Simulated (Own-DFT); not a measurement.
## Calculated data, GaN (wurtzite, strained, atoms displaced)

A calculation, not a measurement: plane-wave PBE density functional theory by an unreviewed code, no spin, of a simulated periodic cell, stress positive in tension, free energy of the whole cell less one offset for each atom, forces on such cells passed a denser k mesh, this cell's mesh not checked; offsets are fitted by least squares, one for each functional and potential file, so energies compare only between cells with the same atoms and settings and are not formation energies; the far tail of each file's local potential was reset to the Coulomb form; each entry is a single point on an unrelaxed cell, so the pressure reflects the starting lattice, mostly measured values (interpolated for alloys), from which strain is counted, and rises with the displacements; printed positions are rounded, which can move forces by about a meV/angstrom; the program, named Own-DFT, is a retired in-house code; no spin-orbit coupling. Program: Own-DFT development build.

Common to all runs: functional PBE; potential files PseudoDojo norm-conserving, scalar-relativistic, standard set with the stringent files for Ga; wave cutoff 96 hartree; occupations Gaussian; smearing width 0.01 eV; k mesh 3 x 4 x 3 centred on Gamma.

```yaml
- entry: 1
  formula: GaN
  kind: "wurtzite, strained, atoms displaced"
  structure:
    cell_angstrom: [[12.756, 0.0, 0.0], [-4.7835, 8.2853, 0.0], [0.0, 0.0, 10.2922]]
    atoms_fractional:
      - [Ga, 0.08394, 0.21293, 0.9949]
      - [Ga, 0.16557, 0.10941, 0.24977]
      - ["N", 0.08053, 0.21998, 0.18967]
      - ["N", 0.17017, 0.1086, 0.44321]
      - [Ga, 0.08258, 0.21901, 0.4962]
      - [Ga, 0.15364, 0.10295, 0.75286]
      - ["N", 0.08797, 0.23565, 0.67984]
      - ["N", 0.17279, 0.1179, 0.94036]
      - [Ga, 0.07901, 0.55938, 0.00039]
      - [Ga, 0.16324, 0.43955, 0.25088]
      - ["N", 0.08528, 0.54661, 0.18187]
      - ["N", 0.16339, 0.43826, 0.43819]
      - [Ga, 0.084, 0.5571, 0.50379]
      - [Ga, 0.1658, 0.44278, 0.75407]
      - ["N", 0.0866, 0.55445, 0.68312]
      - ["N", 0.1766, 0.44787, 0.94387]
      - [Ga, 0.08445, 0.88457, 0.00646]
      - [Ga, 0.1682, 0.77659, 0.25118]
      - ["N", 0.08409, 0.89658, 0.18367]
      - ["N", 0.17005, 0.78114, 0.44208]
      - [Ga, 0.08185, 0.88913, 0.5037]
      - [Ga, 0.17164, 0.77729, 0.74843]
      - ["N", 0.08074, 0.8801, 0.68591]
      - ["N", 0.16034, 0.7803, 0.93115]
      - [Ga, 0.32627, 0.21539, 0.00391]
      - [Ga, 0.41943, 0.10785, 0.26068]
      - ["N", 0.33209, 0.22702, 0.19248]
      - ["N", 0.41718, 0.10674, 0.42546]
      - [Ga, 0.32898, 0.22565, 0.49903]
      - [Ga, 0.42077, 0.11289, 0.74726]
      - ["N", 0.33809, 0.21934, 0.69461]
      - ["N", 0.41163, 0.10492, 0.93439]
      - [Ga, 0.32871, 0.55172, 0.99613]
      - [Ga, 0.41442, 0.44896, 0.2504]
      - ["N", 0.33422, 0.55975, 0.18818]
      - ["N", 0.42162, 0.45269, 0.44709]
      - [Ga, 0.33349, 0.5597, 0.50221]
      - [Ga, 0.4199, 0.4498, 0.75049]
      - ["N", 0.33522, 0.5567, 0.68548]
      - ["N", 0.41835, 0.44683, 0.93695]
      - [Ga, 0.32956, 0.88606, 0.99631]
      - [Ga, 0.41776, 0.78257, 0.2531]
      - ["N", 0.33351, 0.89436, 0.18603]
      - ["N", 0.42108, 0.79192, 0.43747]
      - [Ga, 0.33196, 0.88382, 0.49571]
      - [Ga, 0.41639, 0.77683, 0.75246]
      - ["N", 0.32959, 0.88285, 0.68928]
      - ["N", 0.41825, 0.78336, 0.93024]
      - [Ga, 0.58103, 0.22481, 0.99384]
      - [Ga, 0.67442, 0.11639, 0.24843]
      - ["N", 0.58402, 0.2236, 0.19585]
      - ["N", 0.66331, 0.10256, 0.43773]
      - [Ga, 0.58869, 0.229, 0.49555]
      - [Ga, 0.67201, 0.11742, 0.74968]
      - ["N", 0.59632, 0.23536, 0.68742]
      - ["N", 0.66895, 0.11435, 0.93861]
      - [Ga, 0.58369, 0.55655, 0.99397]
      - [Ga, 0.66262, 0.43979, 0.25087]
      - ["N", 0.58185, 0.55168, 0.19236]
      - ["N", 0.66916, 0.43996, 0.44302]
      - [Ga, 0.58312, 0.54777, 0.50188]
      - [Ga, 0.66476, 0.44943, 0.74857]
      - ["N", 0.58218, 0.55333, 0.68474]
      - ["N", 0.66227, 0.44122, 0.93813]
      - [Ga, 0.58172, 0.88814, 0.98472]
      - [Ga, 0.66699, 0.77144, 0.24632]
      - ["N", 0.58423, 0.88391, 0.18053]
      - ["N", 0.66611, 0.78692, 0.44391]
      - [Ga, 0.57956, 0.86798, 0.50162]
      - [Ga, 0.65936, 0.77431, 0.74091]
      - ["N", 0.58757, 0.87968, 0.69132]
      - ["N", 0.66181, 0.77605, 0.93642]
      - [Ga, 0.8333, 0.21655, 0.00601]
      - [Ga, 0.91938, 0.11821, 0.25393]
      - ["N", 0.83034, 0.21985, 0.19159]
      - ["N", 0.91868, 0.11059, 0.42868]
      - [Ga, 0.83337, 0.21489, 0.50254]
      - [Ga, 0.90537, 0.10842, 0.74983]
      - ["N", 0.83197, 0.21973, 0.68346]
      - ["N", 0.92347, 0.11516, 0.94189]
      - [Ga, 0.83949, 0.56455, 0.00732]
      - [Ga, 0.91927, 0.44529, 0.25315]
      - ["N", 0.83496, 0.55344, 0.18905]
      - ["N", 0.9237, 0.45543, 0.44854]
      - [Ga, 0.83484, 0.55201, 0.50432]
      - [Ga, 0.91465, 0.44894, 0.75245]
      - ["N", 0.82966, 0.55713, 0.68778]
      - ["N", 0.91553, 0.43715, 0.93336]
      - [Ga, 0.82882, 0.88153, 0.00012]
      - [Ga, 0.90958, 0.76591, 0.24932]
      - ["N", 0.83521, 0.88772, 0.19094]
      - ["N", 0.90997, 0.76958, 0.43581]
      - [Ga, 0.83684, 0.88587, 0.49751]
      - [Ga, 0.91415, 0.7785, 0.74734]
      - ["N", 0.84128, 0.88784, 0.68342]
      - ["N", 0.91673, 0.78723, 0.94419]
  results:
    "free_energy_of_cell_above_offsets [eV]": "-4.212"
    "pressure [GPa]": 8.75
    "stress_xx [GPa]": -8.69
    "stress_yy [GPa]": -5.84
    "stress_zz [GPa]": -11.73
    "stress_yz [GPa]": -0.41
    "stress_xz [GPa]": -0.42
    "stress_xy [GPa]": 0.68
    force_element: [Ga, Ga, "N", "N", Ga, Ga, "N", "N", Ga, Ga, "N", "N", Ga, Ga, "N", "N", Ga, Ga, "N", "N", Ga, Ga, "N", "N", Ga, Ga, "N", "N", Ga, Ga, "N", "N", Ga, Ga, "N", "N", Ga, Ga, "N", "N", Ga, Ga, "N", "N", Ga, Ga, "N", "N", Ga, Ga, "N", "N", Ga, Ga, "N", "N", Ga, Ga, "N", "N", Ga, Ga, "N", "N", Ga, Ga, "N", "N", Ga, Ga, "N", "N", Ga, Ga, "N", "N", Ga, Ga, "N", "N", Ga, Ga, "N", "N", Ga, Ga, "N", "N", Ga, Ga, "N", "N", Ga, Ga, "N", "N"]
    "force_x [eV/angstrom]": [-0.274, -0.02, 0.547, -1.467, 0.129, 1.522, -0.413, -1.178, 1.3, 1.248, -1.516, 0.253, 1.066, 0.436, -0.774, -3.608, -1.025, -0.352, 0.368, -0.966, 0.141, -1.3, -0.271, 1.143, 2.125, -0.684, 0.524, -0.504, 2.032, 0.29, -1.633, 0.273, 2.685, 0.363, -0.517, -0.848, -0.28, -0.491, -0.327, -0.244, 0.321, 0.607, 0.076, 0.423, -0.219, 0.016, 1.422, -0.73, -0.01, -2.065, 0.331, 0.584, 0.002, -0.665, -1.032, 0.021, -0.457, 0.267, 0.148, -0.328, 0.33, 0.589, 0.086, 1.028, -0.222, -0.736, -0.304, 3.624, -2.514, 3.632, -3.457, 1.281, -0.051, 0.029, 1.537, -0.099, -0.67, 2.228, -0.013, -1.514, -0.578, 0.142, -0.128, -0.322, -0.601, 0.647, 0.614, -0.545, -0.9, 0.469, -0.399, 1.184, -1.109, 1.223, -2.247, 1.3]
    "force_y [eV/angstrom]": [1.697, 0.639, 0.019, -0.338, 0.131, 0.866, -2.215, -2.13, -0.661, 0.189, 1.258, 1.068, 0.163, 0.778, 0.044, -1.514, 1.165, 0.165, -1.813, -0.721, -0.517, -0.517, 0.575, -0.782, 1.611, 0.746, -0.499, 0.718, 0.041, -0.302, 0.427, 0.663, 1.843, -0.163, -0.019, -0.767, -0.057, -1.3, 0.061, -0.418, 0.183, 0.065, -0.843, -2.125, 1.636, -0.044, 1.206, -0.889, -0.935, -2.113, -0.508, 0.495, -2.514, -0.842, -1.702, 0.062, -0.359, 0.346, -0.019, 1.618, 1.166, -0.074, 0.406, 1.237, 0.373, 1.013, 0.619, -2.72, 3.274, -1.08, 2.51, 0.1, 0.379, -1.254, 1.393, -0.242, 0.32, 0.042, 0.921, -1.122, -1.165, -0.121, -0.847, -1.932, 0.359, -0.149, 0.055, 0.676, 1.237, 1.867, 0.107, 0.39, 0.452, -0.591, 0.817, -1.265]
    "force_z [eV/angstrom]": [1.44, 0.422, -0.543, -0.938, -0.075, -0.84, 1.464, -0.838, -1.095, -0.268, 1.204, -0.108, -0.906, -0.2, 2.141, -1.328, -1.588, -0.188, 2.006, -0.846, -1.032, -0.558, 1.062, 1.082, -0.024, -5.405, -0.057, 6.456, 0.976, -0.213, -1.079, 0.676, 1.221, 0.309, 0.16, -1.29, -0.779, -0.215, 0.878, 0.476, 0.233, -1.471, -0.1, 0.273, 1.105, -1.711, -0.838, 1.686, 1.309, 0.568, -1.555, 0.504, 0.434, -0.197, -0.221, -0.249, 1.14, 0.162, -0.703, -1.012, -0.825, 0.594, 0.652, 0.009, 2.026, 0.511, 0.269, -1.645, 0.665, 1.534, -0.828, -0.87, -0.694, -2.245, -0.33, 2.913, -1.57, 0.227, 0.997, -0.882, -1.809, 0.417, 0.485, -1.604, -0.426, -1.368, 0.881, 1.48, 0.577, 0.082, -0.252, 0.228, -0.472, 1.084, 0.412, -1.145]
- entry: 2
  formula: GaN
  kind: "wurtzite, strained, atoms displaced"
  structure:
    cell_angstrom: [[12.756, 0.0, 0.0], [-4.7835, 8.2853, 0.0], [0.0, 0.0, 10.2922]]
    atoms_fractional:
      - [Ga, 0.08423, 0.21327, 0.0045]
      - [Ga, 0.16353, 0.10481, 0.24008]
      - ["N", 0.08213, 0.21956, 0.19519]
      - ["N", 0.16105, 0.09947, 0.44253]
      - [Ga, 0.07865, 0.20879, 0.50463]
      - [Ga, 0.16683, 0.11098, 0.74729]
      - ["N", 0.08312, 0.22909, 0.68754]
      - ["N", 0.16637, 0.10921, 0.936]
      - [Ga, 0.08369, 0.56271, 0.00475]
      - [Ga, 0.15869, 0.43284, 0.2435]
      - ["N", 0.0812, 0.54946, 0.19007]
      - ["N", 0.1721, 0.44392, 0.44795]
      - [Ga, 0.09268, 0.55363, 0.49986]
      - [Ga, 0.17085, 0.45099, 0.75731]
      - ["N", 0.0878, 0.5609, 0.67725]
      - ["N", 0.16738, 0.42322, 0.93936]
      - [Ga, 0.07729, 0.89413, 0.99134]
      - [Ga, 0.16395, 0.77245, 0.25004]
      - ["N", 0.08549, 0.89108, 0.19048]
      - ["N", 0.16954, 0.78126, 0.43325]
      - [Ga, 0.08777, 0.8889, 0.50054]
      - [Ga, 0.17237, 0.77027, 0.75209]
      - ["N", 0.09263, 0.90478, 0.68169]
      - ["N", 0.16738, 0.77873, 0.93612]
      - [Ga, 0.33209, 0.22643, 0.99842]
      - [Ga, 0.41747, 0.11634, 0.25121]
      - ["N", 0.34124, 0.21894, 0.18098]
      - ["N", 0.41427, 0.12057, 0.42909]
      - [Ga, 0.33394, 0.22935, 0.49425]
      - [Ga, 0.42226, 0.12077, 0.76036]
      - ["N", 0.33104, 0.21746, 0.68931]
      - ["N", 0.41631, 0.11477, 0.94051]
      - [Ga, 0.34315, 0.57159, 0.0001]
      - [Ga, 0.41239, 0.44111, 0.24918]
      - ["N", 0.32565, 0.55845, 0.18689]
      - ["N", 0.42254, 0.43794, 0.43547]
      - [Ga, 0.33865, 0.55358, 0.50428]
      - [Ga, 0.41478, 0.44339, 0.75548]
      - ["N", 0.33592, 0.55302, 0.68615]
      - ["N", 0.41843, 0.4551, 0.95615]
      - [Ga, 0.33569, 0.88539, 0.0002]
      - [Ga, 0.42281, 0.77478, 0.24746]
      - ["N", 0.33226, 0.88635, 0.19493]
      - ["N", 0.4177, 0.77831, 0.42926]
      - [Ga, 0.33418, 0.88447, 0.5]
      - [Ga, 0.42099, 0.77587, 0.74624]
      - ["N", 0.34014, 0.88667, 0.68874]
      - ["N", 0.41912, 0.78076, 0.94679]
      - [Ga, 0.5801, 0.22691, 0.00653]
      - [Ga, 0.66657, 0.11677, 0.25557]
      - ["N", 0.57834, 0.23225, 0.18452]
      - ["N", 0.66872, 0.11728, 0.43794]
      - [Ga, 0.58216, 0.23014, 0.50698]
      - [Ga, 0.66397, 0.1089, 0.75101]
      - ["N", 0.58089, 0.22124, 0.69199]
      - ["N", 0.66818, 0.10717, 0.9365]
      - [Ga, 0.58049, 0.54849, 0.00123]
      - [Ga, 0.66711, 0.43956, 0.24848]
      - ["N", 0.58088, 0.55909, 0.19008]
      - ["N", 0.66596, 0.44009, 0.43194]
      - [Ga, 0.58069, 0.55145, 0.49814]
      - [Ga, 0.66711, 0.44811, 0.75525]
      - ["N", 0.58533, 0.55705, 0.69782]
      - ["N", 0.67538, 0.44369, 0.94413]
      - [Ga, 0.57821, 0.8829, 0.98933]
      - [Ga, 0.6698, 0.76963, 0.25452]
      - ["N", 0.58108, 0.88729, 0.18982]
      - ["N", 0.67532, 0.78336, 0.44096]
      - [Ga, 0.58233, 0.88338, 0.49926]
      - [Ga, 0.66236, 0.77995, 0.74211]
      - ["N", 0.58567, 0.89321, 0.69819]
      - ["N", 0.66713, 0.7802, 0.93639]
      - [Ga, 0.83157, 0.22715, 0.00228]
      - [Ga, 0.92661, 0.11612, 0.24624]
      - ["N", 0.8296, 0.21763, 0.1819]
      - ["N", 0.91429, 0.10496, 0.44369]
      - [Ga, 0.83032, 0.22166, 0.49394]
      - [Ga, 0.91632, 0.10733, 0.74528]
      - ["N", 0.83842, 0.22136, 0.69093]
      - ["N", 0.91154, 0.10196, 0.93642]
      - [Ga, 0.8358, 0.55729, 0.99241]
      - [Ga, 0.91648, 0.44686, 0.24728]
      - ["N", 0.83392, 0.56279, 0.1886]
      - ["N", 0.92102, 0.44392, 0.44346]
      - [Ga, 0.83074, 0.55318, 0.49606]
      - [Ga, 0.91884, 0.4436, 0.73825]
      - ["N", 0.83402, 0.55543, 0.68739]
      - ["N", 0.92069, 0.44962, 0.95055]
      - [Ga, 0.83374, 0.9019, 0.00216]
      - [Ga, 0.9107, 0.7725, 0.23925]
      - ["N", 0.8378, 0.88739, 0.18064]
      - ["N", 0.91367, 0.77339, 0.43411]
      - [Ga, 0.83171, 0.89113, 0.48793]
      - [Ga, 0.91461, 0.78183, 0.75189]
      - ["N", 0.83121, 0.87784, 0.68496]
      - ["N", 0.91416, 0.77296, 0.93149]
  results:
    "free_energy_of_cell_above_offsets [eV]": "-3.249"
    "pressure [GPa]": 8.9
    "stress_xx [GPa]": -7.14
    "stress_yy [GPa]": -9.11
    "stress_zz [GPa]": -10.44
    "stress_yz [GPa]": 0.19
    "stress_xz [GPa]": -0.31
    "stress_xy [GPa]": -0.79
    force_element: [Ga, Ga, "N", "N", Ga, Ga, "N", "N", Ga, Ga, "N", "N", Ga, Ga, "N", "N", Ga, Ga, "N", "N", Ga, Ga, "N", "N", Ga, Ga, "N", "N", Ga, Ga, "N", "N", Ga, Ga, "N", "N", Ga, Ga, "N", "N", Ga, Ga, "N", "N", Ga, Ga, "N", "N", Ga, Ga, "N", "N", Ga, Ga, "N", "N", Ga, Ga, "N", "N", Ga, Ga, "N", "N", Ga, Ga, "N", "N", Ga, Ga, "N", "N", Ga, Ga, "N", "N", Ga, Ga, "N", "N", Ga, Ga, "N", "N", Ga, Ga, "N", "N", Ga, Ga, "N", "N", Ga, Ga, "N", "N"]
    "force_x [eV/angstrom]": [-1.336, 1.427, 1.464, 0.379, 0.241, -0.643, 0.617, 0.256, 1.05, 0.873, -0.202, 0.488, -1.153, -0.481, 0.146, -0.658, 1.344, 0.469, -0.559, 0.351, -0.826, -1.154, -0.074, 0.165, 0.175, 0.614, -2.921, 1.289, -0.423, -0.733, 0.597, 0.084, -1.646, -0.113, 1.1, -1.655, -0.469, 0.589, 0.018, 0.39, -1.431, -1.727, 0.392, 0.725, -0.431, -0.755, -0.486, -1.127, 1.328, -0.239, 1.634, -1.017, -0.16, 0.825, 0.521, -1.294, 1.364, -0.671, 0.649, -0.32, 1.527, 1.006, -0.958, -2.24, 2.249, -0.964, 1.57, -2.627, -0.298, 2.268, -0.549, 0.139, 0.586, -3.066, 0.535, -0.301, 1.131, 0.338, -1.49, 0.563, 0.473, -0.347, 0.353, -0.264, 0.609, -0.007, -0.191, 0.202, -0.233, 1.506, -1.222, 0.325, 2.718, 1.482, -1.278, -0.402]
    "force_y [eV/angstrom]": [-0.167, 0.671, -0.115, 2.254, 1.214, 1.044, -0.38, 0.406, -0.887, 2.231, 0.391, -1.218, 0.605, -1.083, -0.53, 3.031, -1.256, 0.668, -1.352, -0.875, -1.463, 1.519, -2.8, 0.135, -0.308, -1.722, 0.878, -0.93, -2.326, -1.332, 1.281, -0.28, -2.438, 0.295, -1.124, 1.648, 0.064, -0.465, 0.507, -1.538, 1.005, 0.282, 0.265, -0.494, 1.118, -0.058, 0.571, 0.029, -0.908, -0.963, -1.433, -0.892, -1.191, 1.568, 0.741, 0.63, 1.896, 1.579, -1.005, 0.638, 0.663, -0.213, -0.636, -0.277, 1.535, 1.614, 0.814, -1.931, 1.036, -0.151, -0.431, -0.968, -0.695, -1.771, 0.47, 1.631, 0.25, -0.495, -0.27, 2.88, 0.473, -0.466, -2.184, 0.209, 0.573, 0.36, -0.129, -0.553, -2.894, 1.411, 0.833, 0.402, -0.768, -0.426, 1.441, 1.031]
    "force_z [eV/angstrom]": [-0.917, 1.959, -1.607, -1.667, -0.484, -0.084, 0.906, 0.186, -0.622, 1.885, 0.076, -1.749, -1.651, -1.112, 2.767, 0.541, 1.003, -0.357, -1.593, 1.115, -0.645, -1.015, 1.579, 0.605, -0.144, -0.778, 0.762, 2.626, 1.108, -1.683, 0.044, 0.656, 1.004, -1.013, 0.433, -0.004, -1.693, 0.28, 1.307, -2.489, 1.199, -0.4, -1.073, 2.312, -0.717, 0.735, 0.254, -2.561, -1.617, -1.707, 1.203, 1.05, -1.059, 0.169, 0.004, 0.575, 0.167, -0.377, 0.138, 1.219, 0.698, -0.19, -1.418, -0.734, 2.083, -1.276, -0.463, -0.242, -0.21, 1.576, -2.254, -0.099, -1.531, 1.179, 2.188, -1.678, 1.096, 0.428, -0.785, -0.144, 1.281, 0.557, -0.909, -0.988, 0.234, 1.156, 0.11, -2.077, -1.189, 1.854, 1.689, -0.197, 2.156, -1.722, -0.641, 1.414]
```
